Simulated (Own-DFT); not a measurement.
## Calculated data, Hf$_{36}$O$_{71}$ (tetragonal hafnia with one neutral oxygen vacancy, atoms displaced)

All values are calculated (Own-DFT development build). A calculation, not a measurement: plane-wave PBE and HSE06 DFT by an unreviewed code, no spin, of a simulated cell at Gamma alone, so results move with cell size and shape, stress positive in tension, energies less offsets, not probed for a lower state with spin; hafnium file: forces about 75 meV/angstrom off all-electron values; oxygen file: force components 24 meV/angstrom off all-electron in a glass; k mesh not checked against a denser one; forces and stress are PBE's, HSE06 gives the energy alone, and its difference from PBE has offsets of its own; offsets are fitted by least squares, one for each functional and potential file, so energies compare only between cells with the same atoms and settings and are not formation energies; the far tail of each file's local potential was reset to the Coulomb form; each entry is a single point on an unrelaxed cell, so the pressure reflects the starting lattice, taken from the Materials Project, from which strain is counted, and rises with the displacements; printed positions are rounded, which can move forces by about a meV/angstrom; the program is a retired in-house code; no spin-orbit coupling.

Common to all runs: first functional PBE; second functional HSE06; exact exchange share 0.25; screening 0.11 1/bohr; exchange divergence Gygi-Baldereschi; potential files PseudoDojo norm-conserving, scalar-relativistic, made for PBE, standard set; wave cutoff 48 hartree; occupations fixed; k mesh 1 x 1 x 1 centred on Gamma.

(1) Hf$_{36}$O$_{71}$ (tetragonal hafnia with one neutral oxygen vacancy, atoms displaced)

```
cell vectors (Å)
  10.7800     0.0000     0.0000
   0.0000    10.7800     0.0000
   0.0000     0.0000    10.4493
atoms (fractions of the cell vectors)
Hf  0.99158  0.00396  0.00110
Hf  0.16622  0.16964  0.24937
O   0.00119  0.16519  0.15361
O   0.16220  0.99734  0.34895
O   0.00224  0.16713  0.40141
O   0.16681  0.99569  0.09826
Hf  0.00434  0.99717  0.49987
Hf  0.16479  0.16559  0.75477
O   0.99641  0.16506  0.65154
O   0.16937  0.99934  0.84768
O   0.99944  0.16993  0.89959
O   0.16446  0.99976  0.59775
Hf  0.00178  0.32929  0.00559
Hf  0.16278  0.49710  0.25082
O   0.99553  0.49704  0.15630
O   0.16677  0.33365  0.34777
O   0.00076  0.50276  0.40391
O   0.16546  0.33459  0.09877
Hf  0.00223  0.33706  0.49761
Hf  0.16814  0.50391  0.75137
O   0.00059  0.49886  0.65439
O   0.17109  0.33093  0.84890
O   0.99881  0.50045  0.90066
O   0.16456  0.33656  0.59379
Hf  0.00341  0.66987  0.99849
Hf  0.16804  0.82749  0.25023
O   0.00300  0.82906  0.15475
O   0.16470  0.66836  0.35043
O   0.99949  0.83166  0.40344
O   0.16724  0.66727  0.09950
Hf  0.99850  0.66592  0.50134
Hf  0.16744  0.83934  0.74992
O   0.99639  0.83196  0.65158
O   0.16621  0.66708  0.84584
O   0.00244  0.83784  0.90409
O   0.16654  0.66736  0.60031
Hf  0.33087  0.00299  0.99812
Hf  0.50047  0.16635  0.24662
O   0.32886  0.16511  0.15144
O   0.49659  0.00359  0.34539
O   0.33191  0.16560  0.40146
O   0.50287  0.99538  0.09544
Hf  0.33693  0.00113  0.49917
Hf  0.50093  0.17057  0.75078
O   0.33520  0.16362  0.65274
O   0.49832  0.99549  0.85152
O   0.33479  0.16616  0.89837
O   0.49817  0.00100  0.59473
Hf  0.33433  0.33445  0.00005
Hf  0.50199  0.49626  0.25435
O   0.32877  0.49981  0.14988
O   0.49816  0.33492  0.34955
O   0.33058  0.49879  0.39940
O   0.49652  0.33681  0.09594
Hf  0.33514  0.33494  0.50415
Hf  0.49518  0.49744  0.74861
O   0.33550  0.49892  0.65224
O   0.49575  0.33281  0.84743
O   0.33501  0.49574  0.89770
O   0.50162  0.33045  0.59586
Hf  0.33609  0.66284  0.99828
Hf  0.50611  0.83292  0.24941
O   0.49978  0.66763  0.34535
O   0.33199  0.83224  0.40374
O   0.49782  0.66699  0.10159
Hf  0.33416  0.67220  0.49383
Hf  0.50346  0.83286  0.74616
O   0.33603  0.83336  0.65326
O   0.50039  0.66408  0.84476
O   0.33767  0.82925  0.90704
O   0.50272  0.66646  0.59838
Hf  0.66612  0.00160  0.99671
Hf  0.83300  0.16110  0.24767
O   0.67006  0.16863  0.15299
O   0.83506  0.00240  0.34645
O   0.66690  0.17215  0.40539
O   0.83486  0.99548  0.09790
Hf  0.66700  0.99893  0.50003
Hf  0.82986  0.16384  0.74444
O   0.66624  0.16559  0.65202
O   0.83418  0.00377  0.85050
O   0.66788  0.16850  0.90413
O   0.82940  0.99960  0.59819
Hf  0.66440  0.33542  0.99928
Hf  0.83235  0.50018  0.25193
O   0.66788  0.49980  0.15496
O   0.83309  0.33396  0.34831
O   0.67125  0.50425  0.40926
O   0.83436  0.33111  0.09600
Hf  0.66481  0.33531  0.49682
Hf  0.83275  0.49467  0.74986
O   0.66904  0.50106  0.64837
O   0.83568  0.33407  0.85022
O   0.66534  0.50318  0.90356
O   0.82948  0.33406  0.60105
Hf  0.66505  0.66080  0.00267
Hf  0.83769  0.83259  0.25134
O   0.66770  0.83115  0.15456
O   0.83464  0.66517  0.34697
O   0.66839  0.83189  0.40590
O   0.83481  0.66681  0.09529
Hf  0.66583  0.67348  0.50308
Hf  0.83494  0.83635  0.74826
O   0.66467  0.83126  0.65200
O   0.83546  0.66788  0.85112
O   0.66405  0.83966  0.90702
O   0.83057  0.67010  0.59377
```

```
PBE energy of cell above offsets : -101.043 eV
HSE06 less PBE above offsets     : -0.153 eV
PBE pressure                     : 1.05 GPa
PBE stress xx                    : -0.82 GPa
PBE stress yy                    : -0.59 GPa
PBE stress zz                    : -1.74 GPa
PBE stress yz                    : 0.34 GPa
PBE stress xz                    : -0.05 GPa
PBE stress xy                    : 0.01 GPa
```

Force:
```tsv
element	x (eV/Å)	y (eV/Å)	z (eV/Å)
Hf	1.727	-0.316	-0.244
Hf	-0.045	-1.209	0.97
O	-0.322	-0.033	-0.619
O	0.124	0.201	-0.269
O	-0.06	0.033	0.263
O	-0.252	-0.05	-0.453
Hf	-0.309	0.793	-0.571
Hf	-0.02	0.471	-0.822
O	0.585	-0.095	0.186
O	0.175	0.468	0.157
O	0.377	-0.747	0.433
O	0.714	-0.28	0.37
Hf	-0.845	1.27	-1.18
Hf	0.523	0.741	-0.095
O	0.764	0.029	-0.241
O	-0.223	-0.013	-0.042
O	0.101	-0.387	-0.181
O	0.391	-0.184	0.267
Hf	-0.985	-0.764	0.379
Hf	-0.679	-0.554	-0.183
O	-0.203	0.163	-0.279
O	-0.163	0.387	-0.206
O	0.571	-0.297	0.777
O	0.677	-0.268	0.435
Hf	-0.78	-0.4	-0.215
Hf	0.697	1.04	-0.479
O	-0.614	0.12	-0.09
O	0.212	-0.749	-0.055
O	-0.412	0.111	0.069
O	0.324	0.179	-0.235
Hf	0.156	0.211	0.274
Hf	0.044	-1.179	-0.235
O	0.749	0.358	0.218
O	0.064	0.47	0.335
O	-0.086	-0.004	-0.264
O	0.329	-0.043	-0.428
Hf	0.332	-1.041	0.379
Hf	-0.416	-0.146	0.377
O	1.16	0.172	-0.282
O	0.399	-0.471	0.065
O	0.05	0.565	0.14
O	-0.633	0.395	0.476
Hf	-0.943	0.29	-0.196
Hf	-0.435	-1.26	0.014
O	-0.491	0.286	0.029
O	0.21	1.204	-1.015
O	0.023	0.345	0.495
O	0.941	-0.265	0.215
Hf	-1.016	-0.159	-0.327
Hf	-1.059	1.156	-0.526
O	0.722	-0.279	0.231
O	0.211	-0.576	-0.26
O	0.284	0.318	0.446
O	0.823	-0.287	0.486
Hf	-0.698	-0.246	-0.652
Hf	1.317	0.864	-0.299
O	-0.44	-0.245	-0.401
O	0.542	0.077	0.207
O	-0.049	0.489	0.189
O	-0.309	0.064	0.612
Hf	-0.28	0.397	0.551
Hf	-1.184	0.075	-0.647
O	-0.04	-0.322	0.39
O	0.176	0.829	-0.52
O	0.255	0.125	-0.45
Hf	-0.242	-1.207	0.94
Hf	-0.758	-0.209	1.367
O	-0.452	0.102	-0.053
O	0.024	0.141	0.244
O	-0.549	0.552	0.348
O	-1.014	0.12	-0.317
Hf	-0.378	-0.415	0.287
Hf	0.451	1.576	0.845
O	-1.009	-0.102	-0.1
O	-0.373	-0.721	0.25
O	-0.169	-1.488	-0.617
O	-0.723	0.346	0.52
Hf	-0.164	0.822	-0.133
Hf	0.684	1.27	0.425
O	-0.522	-0.225	0.096
O	0.085	-0.494	-0.263
O	-0.417	0.23	-0.329
O	0.391	-0.167	0.057
Hf	1.209	-0.054	0.058
Hf	0.161	-0.078	0.201
O	-0.526	-0.095	-0.292
O	0.078	-0.322	-0.309
O	-0.613	-0.323	-1.095
O	-0.563	-0.048	0.038
Hf	1.184	0.718	0.705
Hf	0.219	0.509	0.144
O	-0.846	-0.206	1.118
O	-0.595	-0.475	-0.338
O	-0.062	-1.192	-0.099
O	0.605	-0.084	-0.474
Hf	0.648	1.708	-0.124
Hf	-0.038	-0.632	-0.283
O	0.551	0.045	0.322
O	0.072	0.49	-0.165
O	-0.129	1.259	-0.668
O	-0.201	-0.04	0.226
Hf	0.221	-1.607	0.164
Hf	-0.366	-0.984	0.826
O	0.734	0.439	-0.065
O	-0.24	0.361	-0.965
O	0.249	-1.481	-0.53
O	0.625	0.129	0.558
```

(2) Hf$_{36}$O$_{71}$ (tetragonal hafnia with one neutral oxygen vacancy, atoms displaced)

```
cell vectors (Å)
  10.7800     0.0000     0.0000
   0.0000    10.7800     0.0000
   0.0000     0.0000    10.4493
atoms (fractions of the cell vectors)
Hf  0.99721  0.99272  0.99489
Hf  0.17306  0.16491  0.23915
O   0.00116  0.16302  0.15440
O   0.16288  0.00707  0.34791
O   0.99793  0.16425  0.40157
O   0.16432  0.99628  0.09861
Hf  0.00194  0.00045  0.50372
Hf  0.16990  0.16519  0.75083
O   0.00059  0.16237  0.64860
O   0.17058  0.00061  0.84506
O   0.99891  0.17581  0.90194
O   0.16379  0.00127  0.59871
Hf  0.00298  0.33493  0.99977
Hf  0.16224  0.49200  0.24915
O   0.00224  0.50391  0.15342
O   0.16454  0.34251  0.35022
O   0.99583  0.50393  0.40087
O   0.16519  0.32985  0.10007
Hf  0.99886  0.34174  0.50544
Hf  0.16542  0.49497  0.75205
O   0.99711  0.50089  0.65999
O   0.16668  0.32969  0.84684
O   0.99683  0.49385  0.90141
O   0.16895  0.33088  0.60149
Hf  0.00340  0.67428  0.00122
Hf  0.16521  0.83337  0.24223
O   0.99828  0.83270  0.14862
O   0.16422  0.66682  0.34527
O   0.00343  0.83150  0.40426
O   0.16526  0.66166  0.09921
Hf  0.00309  0.66550  0.49692
Hf  0.15734  0.83631  0.75095
O   0.00290  0.83842  0.64068
O   0.15669  0.66447  0.83966
O   0.99839  0.83374  0.90220
O   0.16829  0.65834  0.59458
Hf  0.33395  0.99979  0.00221
Hf  0.51404  0.16484  0.25037
O   0.33860  0.16407  0.15247
O   0.50399  0.00083  0.34754
O   0.33918  0.16337  0.40249
O   0.50357  0.00416  0.09891
Hf  0.33484  0.99388  0.50067
Hf  0.49297  0.17266  0.75911
O   0.32811  0.16520  0.65911
O   0.50181  0.00074  0.85122
O   0.33811  0.15591  0.90400
O   0.49945  0.99867  0.60378
Hf  0.33576  0.32802  0.99689
Hf  0.49203  0.50701  0.24818
O   0.33618  0.50871  0.15290
O   0.48728  0.32839  0.34057
O   0.33487  0.50268  0.39942
O   0.49093  0.33132  0.09655
Hf  0.33313  0.33310  0.49474
Hf  0.49585  0.50128  0.74362
O   0.33721  0.50783  0.64589
O   0.50037  0.33955  0.85131
O   0.33190  0.51135  0.89845
O   0.50314  0.32970  0.59741
Hf  0.33264  0.66497  0.99425
Hf  0.49545  0.83102  0.24389
O   0.33527  0.83942  0.15079
O   0.49562  0.65929  0.35299
O   0.33746  0.83570  0.41104
O   0.49238  0.66289  0.09893
Hf  0.33076  0.66949  0.50060
Hf  0.48899  0.83862  0.75474
O   0.33180  0.82827  0.64988
O   0.50032  0.66810  0.84210
O   0.33081  0.83186  0.90108
O   0.50039  0.66284  0.59802
Hf  0.67476  0.00156  0.00113
Hf  0.82994  0.16530  0.24735
O   0.66396  0.17145  0.15046
O   0.83561  0.00068  0.34070
O   0.66797  0.17181  0.40283
O   0.83741  0.00375  0.10667
Hf  0.65814  0.00189  0.49684
Hf  0.82829  0.16369  0.75642
O   0.66392  0.16378  0.65082
O   0.83706  0.00205  0.84512
O   0.66968  0.15593  0.90449
O   0.83534  0.99855  0.58693
Hf  0.67359  0.33103  0.00251
Hf  0.82938  0.49606  0.25172
O   0.66055  0.50036  0.15135
O   0.82904  0.33124  0.34471
O   0.66836  0.50086  0.40753
O   0.83858  0.33582  0.09668
Hf  0.66813  0.32520  0.50612
Hf  0.82664  0.50875  0.74184
O   0.66113  0.50405  0.65435
O   0.83780  0.33332  0.84677
O   0.66541  0.50227  0.91064
O   0.83373  0.33498  0.60641
Hf  0.67035  0.66180  0.00236
Hf  0.82856  0.83515  0.25783
O   0.67071  0.83759  0.15790
O   0.83703  0.66722  0.34640
O   0.66109  0.83622  0.40635
Hf  0.66371  0.67223  0.49740
Hf  0.82616  0.83411  0.75105
O   0.65896  0.82290  0.64848
O   0.83507  0.66745  0.85166
O   0.66570  0.83350  0.90553
O   0.82837  0.66698  0.58671
```

```
PBE energy of cell above offsets : -97.580 eV
HSE06 less PBE above offsets     : 0.062 eV
PBE pressure                     : 2.1 GPa
PBE stress xx                    : -1.13 GPa
PBE stress yy                    : -2.4 GPa
PBE stress zz                    : -2.78 GPa
PBE stress yz                    : -0.02 GPa
PBE stress xz                    : -1.02 GPa
PBE stress xy                    : 0.01 GPa
```

Force:
```tsv
element	x (eV/Å)	y (eV/Å)	z (eV/Å)
Hf	0.264	2.754	1.569
Hf	-1.411	0.103	2.033
O	-0.084	0.284	-0.285
O	0.71	-1.525	-0.678
O	-0.272	1.631	0.536
O	0.18	0.121	-0.697
Hf	0.172	0.903	-1.49
Hf	-2.383	0.106	-0.925
O	-0.345	0.234	1.177
O	-0.61	-0.428	0.906
O	0.017	-2.408	0.103
O	1.621	-0.35	0.299
Hf	-0.558	0.228	-0.247
Hf	1.1	2.331	-0.255
O	-1.263	0.015	-0.097
O	0.24	-2.425	0.559
O	-0.039	-1.072	0.282
O	1.343	0.282	-0.189
Hf	0.268	-2.182	-0.545
Hf	0.172	0.644	-0.631
O	0.242	-0.076	-1.203
O	1.016	0.314	0.666
O	0.643	1.385	0.45
O	-0.403	0.652	-0.372
Hf	-0.915	-2.576	0.37
Hf	-0.784	0.128	1.682
O	-0.257	-0.45	-0.292
O	0.274	0.221	-0.245
O	-0.065	0.292	-0.79
O	0.627	1.18	-0.875
Hf	0.041	1.012	-0.165
Hf	1.068	-0.568	-1.257
O	-1.029	-0.838	2.088
O	-0.085	0.787	0.678
O	0.229	0.142	-1.193
O	-0.896	0.226	0.216
Hf	0.569	-1.058	0.683
Hf	-3.487	0.56	0.744
O	-0.223	-0.206	-0.706
O	0.216	-0.606	0.134
O	-0.673	0.014	0.695
O	0.27	-0.533	-0.257
Hf	-0.876	1.88	0.395
Hf	0.559	-0.955	-1.376
O	1.802	0.245	-0.348
O	-0.277	0.229	-0.011
O	-0.063	2.309	-0.364
O	-0.391	0.014	-0.378
Hf	-0.197	0.857	0.652
Hf	0.469	-1.659	0.835
O	-1.942	-0.799	-0.836
O	0.694	0.989	0.361
O	-0.229	-0.63	0.372
O	1.629	-0.087	-0.644
Hf	0.396	0.166	-0.601
Hf	0.109	1.457	0.106
O	-1.059	-1.145	0.569
O	-0.394	-1.052	-0.041
O	-0.373	-2.699	-0.374
O	-1.065	-0.093	0.31
Hf	-0.05	0.245	1.008
Hf	1.146	-0.104	1.103
O	-0.621	-0.026	0.075
O	0.397	2.437	-0.736
O	0.055	-0.412	-1.972
O	1.429	1.081	-0.104
Hf	0.841	-1.394	0.273
Hf	1.105	-1.053	-0.74
O	-0.972	0.467	0.594
O	-0.141	0.061	0.549
O	-0.005	0.47	0.044
O	-0.543	0.22	-0.459
Hf	-1.139	-2.022	0.924
Hf	2.762	-0.02	0.796
O	1.854	0.248	-1.075
O	-0.767	0.261	0.823
O	-0.329	-1.366	-0.87
O	-0.496	-0.023	-1.806
Hf	0.864	-0.139	0.96
Hf	1.415	2.045	-1.85
O	0.017	0.155	0.67
O	0.142	-1.508	0.876
O	0.048	2.458	-0.579
O	-2.014	-0.32	1.141
Hf	-0.594	1.058	-0.29
Hf	0.037	0.77	0.066
O	0.951	0.055	0.163
O	0.169	0.121	0.446
O	0.206	-0.869	-0.186
O	-1.027	-0.167	0.384
Hf	0.435	2.209	-0.211
Hf	0.449	-1.296	1.277
O	0.616	-0.394	0.134
O	-1.619	0.082	0.146
O	0.438	-0.892	-0.659
O	-0.386	0.109	-0.962
Hf	-0.048	0.498	0.335
Hf	1.227	-0.542	-0.338
O	-1.197	-0.682	-0.383
O	-0.546	-0.002	-0.958
O	0.381	-0.05	-1.016
Hf	-1.062	-1.181	0.386
Hf	-0.567	-0.579	-1.601
O	1.005	0.975	1.379
O	-0.221	0.628	-0.427
O	0.733	0.272	-0.05
O	1.316	-0.17	1.615
```
